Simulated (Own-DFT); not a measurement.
# Layers held on the lattice of the host: Ge in Si

Source: density functional calculations with Own-DFT, an unreviewed in-house program that is no longer used. Nothing was measured or relaxed, and spin and spin-orbit coupling are left out.

Settings: PBE; PseudoDojo norm-conserving scalar-relativistic files; cutoff 42 hartree; 3 x 3 x 2 k mesh centred on Gamma; Fermi-Dirac smearing of 0.1 eV.

Caveats: forces on such cells moved up to 12 meV/angstrom on a denser k mesh; stress not checked against mesh or cutoff.

One cell of 96 atoms is used throughout, with vectors in Å (10.862, 0.000, 0.000); (0.000, 10.862, 0.000); (0.000, 0.000, 16.293). Some planes normal to z hold Ge in place of Si, either as pure planes or mixed at random through a layer; x is the share of Ge among all Ge and Si sites. u is the rms random offset of the atoms per axis. Stress is positive in tension.

```
    x        layer   u (Å)  (s_xx + s_yy)/2 (GPa)  s_zz (GPa)
0.125  mixed layer  0.0312                  -3.79       -3.80
0.125  mixed layer  0.0296                  -3.80       -3.80
0.167  pure planes  0.0619                  -4.94       -4.91
0.167  pure planes  0.0626                  -5.21       -5.44
0.188  mixed layer  0.0621                  -5.42       -5.50
0.188  mixed layer  0.0631                  -5.65       -5.35
0.250  mixed layer  0.0295                      ?           ?
0.500  pure planes  0.0593                  -9.80       -9.89
0.500  pure planes  0.0542                  -9.83       -9.73
```

## Working it out

In the plane: -1.75 - 14.5 x - 252 u² GPa (slope in x ± 0.3, scatter 0.13). Along z: -1.75 - 14.5 x - 254 u² GPa (± 0.4, scatter 0.17). The two slopes nearly agree: every atom sits on the host's lattice on all three axes, so the larger Ge atoms are squeezed alike in all directions, and the layering hardly shows. The constants are the stress of this functional at the host's measured lattice. A real film keeps the in-plane spacing but grows in height until s_zz vanishes, which relieves part of the in-plane stress too.

## Test on the hidden row

The question: what are the two stresses at x = 0.250?

The fitted form gives -5.6 and -5.6 GPa. The calculation gave -5.48 and -5.48 GPa.
